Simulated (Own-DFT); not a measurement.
SiGe₃ (diamond-structure random alloy, atoms displaced) (calculated)

Computed with Own-DFT development build. A calculation, not a measurement: plane-wave PBE density functional theory by an unreviewed code, no spin, of a simulated periodic cell, stress positive in tension, free energy of the whole cell less one offset for each atom, forces on such cells passed a denser k mesh, this cell's mesh not checked; offsets are fitted by least squares, one for each functional and potential file, so energies compare only between cells with the same atoms and settings and are not formation energies; the far tail of each file's local potential was reset to the Coulomb form; each entry is a single point on an unrelaxed cell, so the pressure reflects the starting lattice, mostly measured values, from which strain is counted, and rises with the displacements; printed positions are rounded, which can move forces by about a meV/angstrom; the program is a retired in-house code; no spin-orbit coupling.

Settings shared by all entries: functional PBE; potential files PseudoDojo norm-conserving, scalar-relativistic, standard set; wave cutoff 42 hartree; occupations Fermi-Dirac; smearing width 0.1 eV; k mesh 3 x 3 x 3 centred on Gamma.

(1) SiGe₃ (diamond-structure random alloy, atoms displaced)

```xyz
64
Lattice="11.2025 0.0000 0.0000 0.0000 11.2025 0.0000 0.0000 0.0000 11.2025" Properties=species:S:1:pos:R:3 SiGe3
Si     0.1160    11.0972     0.0062
Si     0.0172     2.8243     2.8745
Ge     2.8635    11.1791     2.8418
Ge     2.8188     2.7968     0.0453
Ge     1.3217     1.4321     1.3241
Ge     1.3453     4.1713     4.1572
Ge     4.1555     1.5155     4.1592
Ge     4.1801     4.2393     1.4300
Ge    11.0971    11.1979     5.6055
Ge     0.0846     2.7857     8.2784
Ge     2.8902    11.2019     8.3306
Ge     2.8249     2.8586     5.5057
Ge     1.4473     1.4539     7.0475
Si     1.3730     4.2294     9.7551
Ge     4.0765     1.4597     9.7389
Ge     4.1212     4.1708     7.0036
Si     0.0828     5.6423     0.0413
Si    11.1221     8.2183     2.7512
Ge     2.8551     5.6899     2.7956
Ge     2.7247     8.4269    11.1981
Si     1.4039     7.0062     1.4100
Ge     1.4442     9.6278     4.2082
Ge     4.2748     6.9173     4.1949
Si     4.1249     9.7277     1.4593
Ge     0.0907     5.7866     5.6367
Ge    11.1864     8.2184     8.3917
Ge     2.8090     5.6347     8.4118
Ge     2.8479     8.4253     5.6154
Ge     1.4129     6.9446     7.1746
Ge     1.3642     9.8346     9.8545
Ge     4.1341     7.0005     9.7578
Ge     4.3119     9.8257     6.8842
Ge     5.6379    11.1499    11.1176
Ge     5.5860     2.8441     2.9221
Ge     8.3411     0.1270     2.8030
Si     8.3746     2.8317    11.1641
Ge     6.9185     1.4017     1.3663
Si     6.9507     4.2038     4.1922
Ge     9.8562     1.4250     4.1816
Ge     9.7847     4.2633     1.4860
Si     5.6239    11.1722     5.5448
Ge     5.5445     2.7574     8.3059
Si     8.3708    11.1891     8.3451
Ge     8.3208     2.8376     5.5927
Ge     7.0643     1.2599     7.0046
Ge     6.9590     4.0881     9.7898
Ge     9.7808     1.3376     9.7289
Si     9.8256     4.2192     6.9925
Ge     5.6566     5.6718     0.0176
Ge     5.5672     8.4260     2.8120
Ge     8.4066     5.7186     2.7938
Ge     8.4239     8.4490     0.0015
Ge     6.9656     6.9917     1.4594
Ge     7.0001     9.7552     4.1376
Si     9.9185     6.9296     4.1477
Ge     9.8390     9.7616     1.4297
Ge     5.6184     5.6907     5.6243
Ge     5.6836     8.4372     8.4273
Ge     8.4117     5.5605     8.4598
Si     8.3450     8.4393     5.6516
Ge     6.9969     7.1309     6.9849
Si     7.0074     9.9203     9.7543
Ge     9.7859     6.9935     9.8580
Si     9.6809     9.7773     7.1309
```

Results for SiGe₃ (diamond-structure random alloy, atoms displaced): free energy of cell above offsets -5.056 eV; pressure 3.94 GPa; stress xx -4.01 GPa; stress yy -3.82 GPa; stress zz -4 GPa; stress yz -0.76 GPa; stress xz -0.61 GPa; stress xy 0.3 GPa.

Force:
```csv
element,x (eV/Å),y (eV/Å),z (eV/Å)
Si,-2.164,1.248,0.441
Si,-0.653,-0.394,-1.421
Ge,-1.133,0.094,-0.593
Ge,-0.8,0.945,-0.662
Ge,0.331,-0.371,1.197
Ge,0.66,1.536,0.41
Ge,0.812,-1.893,0.897
Ge,0.723,0.013,-0.182
Ge,0.967,-0.99,0.851
Ge,-1.475,1.198,1.505
Ge,-0.9,-0.747,0.126
Ge,-1.087,-0.181,0.888
Ge,0.599,-1.306,-1.907
Si,0.108,-0.11,0.861
Ge,1.345,-0.525,0.653
Ge,0.813,0.963,-0.57
Si,-0.375,-0.654,-0.248
Si,1.168,1.224,-0.041
Ge,-1.298,-0.765,-0.237
Ge,0.449,-0.365,0.577
Si,-0.076,-0.097,-0.138
Ge,-1.591,1.059,-0.747
Ge,-0.646,1.427,0.298
Si,0.822,0.624,-1.049
Ge,-0.854,-2.221,-0.25
Ge,-0.992,2.591,0.92
Ge,-0.005,-1.827,0.684
Ge,0.183,-1.489,0.648
Ge,1.118,1.153,-2.119
Ge,0.698,-0.752,-2.092
Ge,1.151,0.845,0.887
Ge,-0.121,-0.196,0.893
Ge,-1.815,0.331,0.811
Ge,0.313,0.269,-1.732
Ge,0.747,-1.003,-0.249
Si,0.683,-0.654,0.682
Ge,0.279,0.88,-0.274
Si,0.728,1.158,0.502
Ge,-0.867,0.519,0.21
Ge,0.556,-0.674,-1.083
Si,0.185,0.912,-0.735
Ge,0.476,-0.386,0.347
Si,0.486,-0.441,1.289
Ge,0.899,0.094,0.115
Ge,-1.176,0.962,-1.04
Ge,-0.172,0.793,-0.083
Ge,0.534,0.23,0.803
Si,-0.075,0.383,-0.453
Ge,-0.818,-1.081,-0.692
Ge,-0.351,-0.336,-0.399
Ge,-0.201,-1.308,1.182
Ge,-0.938,0.221,-0.234
Ge,0.343,1.356,-0.663
Ge,0.38,0.744,0.819
Si,-1.634,1.109,1.301
Ge,0.08,0.758,0.281
Ge,0.4,-1.605,0.511
Ge,-0.944,0.548,0.346
Ge,-0.142,-0.035,-0.714
Si,1.59,0.07,-1.076
Ge,0.682,-1.406,0.429
Si,0.908,-1.089,0.007
Ge,0.164,-0.76,0.555
Si,0.922,-0.598,-1.243
```

(2) SiGe₃ (diamond-structure random alloy, atoms displaced)

```xyz
64
Lattice="11.2025 0.0000 0.0000 0.0000 11.2025 0.0000 0.0000 0.0000 11.2025" Properties=species:S:1:pos:R:3 SiGe3
Ge     0.0145     0.0140     0.0557
Ge     0.0131     2.9434     2.6084
Ge     2.7782    11.1949     2.7842
Ge     2.7394     2.7595    11.1860
Ge     1.4317     1.3653     1.3679
Si     1.4389     4.0581     4.1526
Ge     4.2667     1.4069     4.0552
Si     4.1672     4.1743     1.4155
Si     0.0420    11.0951     5.5015
Ge    11.1568     2.8341     8.2632
Ge     2.7765     0.0158     8.3682
Si     2.8624     2.8070     5.5869
Ge     1.3970     1.4198     7.0747
Ge     1.4988     4.1215     9.9384
Ge     4.2036     1.3921     9.8764
Ge     4.1381     4.2440     7.0358
Ge    11.1124     5.6590    11.1293
Ge     0.0360     8.4929     2.7665
Ge     2.7433     5.6322     2.7563
Ge     2.8473     8.4054    11.1369
Ge     1.3526     6.8947     1.3724
Ge     1.3833     9.7830     4.1585
Ge     4.1872     7.0332     4.1763
Ge     4.1039     9.7921     1.4067
Ge    11.2008     5.6237     5.7026
Ge    11.1334     8.3668     8.3552
Si     2.7510     5.6093     8.4452
Ge     2.8498     8.3136     5.6132
Ge     1.3315     6.9759     6.9708
Ge     1.3612     9.8995     9.8654
Si     4.1702     7.0354     9.6970
Ge     4.1597     9.8004     7.0466
Ge     5.5697    11.1137     0.0383
Ge     5.6435     2.8700     2.8405
Ge     8.4730    11.0523     2.8819
Ge     8.2214     2.8723     0.0092
Ge     7.0922     1.3252     1.3550
Ge     6.9914     4.2339     4.1602
Ge     9.8104     1.4152     4.1395
Ge     9.9176     4.1544     1.3299
Si     5.6916     0.0475     5.6023
Ge     5.6808     2.7502     8.4864
Si     8.3063     0.0619     8.4281
Si     8.3551     2.6973     5.5550
Si     7.0017     1.3703     7.0690
Ge     7.0016     4.2114     9.8044
Si     9.8326     1.3951     9.8458
Si     9.7676     4.2944     6.9392
Si     5.7437     5.5994    11.1362
Ge     5.7241     8.4469     2.8382
Si     8.5378     5.5095     2.8549
Ge     8.3561     8.4317     0.0693
Ge     6.9972     7.0549     1.2455
Ge     7.0282     9.7752     4.2016
Ge     9.7400     7.0474     4.1295
Ge     9.7207     9.7955     1.4649
Ge     5.6125     5.6060     5.6472
Ge     5.7277     8.4401     8.3802
Ge     8.3423     5.5993     8.5753
Si     8.3998     8.3248     5.5357
Ge     7.0168     6.9854     6.8961
Ge     6.9558     9.7083     9.8932
Si     9.7856     7.0891     9.7913
Ge     9.7592     9.8109     7.0092
```

The calculation gives: free energy of cell above offsets -3.649 eV; pressure 4.13 GPa; stress xx -4.12 GPa; stress yy -4.23 GPa; stress zz -4.04 GPa; stress yz -0.25 GPa; stress xz -0.31 GPa; stress xy -0.14 GPa.

Force:
```csv
element,x (eV/Å),y (eV/Å),z (eV/Å)
Ge,-1.421,0.06,-0.031
Ge,1.568,-2.572,2.429
Ge,0.011,0.117,0.295
Ge,2.091,-0.462,1.563
Ge,-0.42,0.417,0.654
Si,-0.104,1.32,0.767
Ge,-0.196,-0.194,1.963
Si,0.735,0.625,-0.655
Si,-0.612,1.45,1.225
Ge,-0.452,0.415,1.637
Ge,0.239,0.154,0.988
Si,-0.376,-0.709,-0.243
Ge,0.047,-0.343,-2.272
Ge,-2.139,1.838,-2.529
Ge,0.168,-0.436,-0.642
Ge,0.412,-0.469,0.27
Ge,0.589,-0.362,-0.425
Ge,-0.396,-1.546,-0.492
Ge,0.659,-1.263,0.779
Ge,-0.788,-0.721,0.1
Ge,-0.057,1.649,-0.508
Ge,1.053,-0.128,0.851
Ge,0.907,-0.695,-0.429
Ge,1.067,-0.561,0.459
Ge,-0.425,-0.985,-2.555
Ge,0.584,0.784,0.66
Si,-0.003,0.121,0.15
Ge,-0.783,0.969,0.131
Ge,1.314,0.267,1.217
Ge,0.239,-1.288,-1.038
Si,1.175,-0.658,0.251
Ge,1.151,0.257,-0.838
Ge,-0.09,0.635,0.19
Ge,-0.155,-0.525,-1.921
Ge,-0.771,2.043,-0.084
Ge,2.708,-1.079,0.054
Ge,-0.936,-0.327,1.298
Ge,0.999,0.05,1.058
Ge,0.808,0.015,0.293
Ge,-2.993,1.739,-1.127
Si,-0.998,-0.288,0.056
Ge,-1.141,0.206,-0.934
Si,1.053,-0.731,0.879
Si,0.17,0.984,0.772
Si,0.191,0.34,-0.942
Ge,-0.857,-0.073,-0.038
Si,-0.948,0.596,-0.738
Si,-1.236,-1.03,0.554
Si,-2.972,0.217,0.281
Ge,-1.664,-0.7,-1.181
Si,-0.844,0.418,-1.448
Ge,1.759,0.02,-1.164
Ge,0.02,-1.769,2.418
Ge,0.088,0.307,1.694
Ge,1.172,-0.333,0.448
Ge,1.399,-0.217,-1.217
Ge,-0.86,-0.377,-0.802
Ge,-1.472,-0.982,-0.471
Ge,1.415,0.881,-2.138
Si,0.168,0.91,0.609
Ge,0.699,0.243,1.203
Ge,0.737,1.599,-0.858
Si,-0.64,-0.172,0.277
Ge,-0.645,0.35,-0.755
```

(3) SiGe₃ (diamond-structure random alloy, atoms displaced)

```xyz
64
Lattice="11.2025 0.0000 0.0000 0.0000 11.2025 0.0000 0.0000 0.0000 11.2025" Properties=species:S:1:pos:R:3 SiGe3
Ge     0.0407    11.1742    11.0887
Ge     0.0607     2.8814     2.7608
Ge     2.7112    11.1821     2.8793
Ge     2.7613     2.7497     0.0019
Ge     1.4035     1.2709     1.4863
Ge     1.4874     4.1920     4.2542
Si     4.1885     1.3895     4.1345
Si     4.1354     4.3350     1.3813
Ge     0.0521     0.0568     5.6127
Ge    11.1544     2.8734     8.4214
Ge     2.7171     0.0282     8.3260
Ge     2.7338     2.8639     5.5685
Ge     1.4581     1.4586     7.0371
Ge     1.4542     4.2446     9.7866
Ge     4.1672     1.4216     9.7756
Ge     4.2914     4.1879     6.9775
Ge     0.0230     5.5205    11.2014
Si     0.0264     8.4374     2.7548
Ge     2.8078     5.5123     2.8670
Ge     2.7315     8.3327    11.1655
Ge     1.2728     6.9266     1.4160
Si     1.4932     9.7183     4.1862
Ge     4.2070     6.8555     4.1678
Ge     4.2143     9.8870     1.3680
Ge     0.0521     5.6647     5.6403
Ge     0.0525     8.3844     8.4986
Si     2.8452     5.6295     8.3154
Ge     2.8460     8.4504     5.6696
Ge     1.3633     6.9747     7.0609
Ge     1.4265     9.7421     9.7770
Si     4.2530     7.0024     9.8575
Ge     4.2335     9.7312     6.9427
Ge     5.5722    11.0675     0.0705
Ge     5.6274     2.7213     2.8317
Ge     8.4809    11.0993     2.7735
Ge     8.3842     2.7357    11.1974
Ge     6.8914     1.4288     1.3854
Ge     6.8985     4.1611     4.2698
Si     9.6863     1.4282     4.1138
Si     9.8647     4.2637     1.4138
Ge     5.5993     0.1843     5.5977
Ge     5.6673     2.7698     8.3107
Ge     8.4187    11.1783     8.3810
Si     8.3239     2.8103     5.5729
Ge     7.0378     1.4568     6.9246
Si     7.1022     4.2185     9.7696
Ge     9.7575     1.3531     9.7595
Si     9.7441     4.2753     6.9917
Ge     5.6408     5.6307     0.0304
Si     5.5341     8.2788     2.7731
Ge     8.3259     5.5594     2.8192
Ge     8.4039     8.3281     0.1258
Ge     6.9982     6.8946     1.4775
Ge     7.0222     9.7795     4.2631
Ge     9.8149     6.9889     4.0990
Si     9.7928     9.8970     1.3475
Ge     5.6571     5.6554     5.5858
Si     5.5681     8.3584     8.3541
Ge     8.3129     5.5279     8.4402
Ge     8.3499     8.3272     5.5359
Ge     7.0264     6.9543     6.9767
Si     7.0173     9.8600     9.7955
Ge     9.7082     6.9607     9.9076
Si     9.8057     9.6834     6.9327
```

It finds free energy of cell above offsets -4.758 eV; pressure 3.93 GPa; stress xx -3.88 GPa; stress yy -3.84 GPa; stress zz -4.07 GPa; stress yz 0.25 GPa; stress xz -0.05 GPa; stress xy -0.15 GPa.

Force:
```csv
element,x (eV/Å),y (eV/Å),z (eV/Å)
Ge,-0.487,0.052,0.878
Ge,-0.921,-0.701,0.563
Ge,1.669,-0.523,0.136
Ge,0.367,0.623,0.752
Ge,-0.767,1.226,-1.249
Ge,-2.021,0.613,-0.505
Si,-0.819,0.446,0.605
Si,0.762,-1.949,-0.207
Ge,-0.815,-0.635,-0.779
Ge,-0.129,0.036,-0.422
Ge,1.482,-1.062,0.747
Ge,2.279,-1.496,0.767
Ge,-1.363,0.65,-0.532
Ge,0.278,-0.205,-0.556
Ge,0.662,-0.709,-0.036
Ge,-0.886,0.492,-0.169
Ge,-0.748,0.289,-0.391
Si,-0.472,0.686,0.038
Ge,-0.527,0.809,-1.164
Ge,0.962,-0.067,0.844
Ge,1.083,0.5,0.538
Si,-1.428,0.012,0.549
Ge,-0.183,1.827,0.477
Ge,-1.762,-2.505,1.728
Ge,-1.08,-0.833,-0.711
Ge,-1.925,-0.439,-0.821
Si,0.777,-0.19,1.121
Ge,-0.848,-1.763,-1.371
Ge,0.997,0.802,0.134
Ge,0.445,0.795,-0.062
Si,-0.485,-0.027,-1.236
Ge,0.817,1.784,1.03
Ge,1.12,2.01,-2.207
Ge,-1.625,1.483,-0.413
Ge,-1.268,1.093,0.21
Ge,0.471,1.05,0.37
Ge,1.283,-1.316,-0.108
Ge,0.899,-0.228,-0.469
Si,1.146,0.438,0.759
Si,-1.05,-0.924,-0.113
Ge,-0.48,-1.715,-0.559
Ge,-0.051,0.583,1.597
Ge,-0.151,-0.776,-0.962
Si,1.62,0.461,-0.223
Ge,0.714,-0.505,0.796
Si,-1.891,-1.404,1.122
Ge,0.603,0.581,0.141
Si,0.138,-0.803,-0.494
Ge,-0.249,-0.92,-0.922
Si,0.301,1.155,0.317
Ge,1.139,-1.163,0.332
Ge,-0.573,1.397,-0.366
Ge,-0.519,1.407,-0.124
Ge,-1.339,0.209,-1.116
Ge,0.328,0.296,0.285
Si,1.242,-1.435,-0.214
Ge,-0.688,-0.576,0.33
Si,0.69,0.281,1.033
Ge,1.378,1.08,-0.809
Ge,1.204,0.079,0.628
Ge,-0.259,0.725,0.898
Si,-0.331,-1.501,-0.023
Ge,0.906,-0.167,-0.843
Si,0.381,0.565,0.449
```
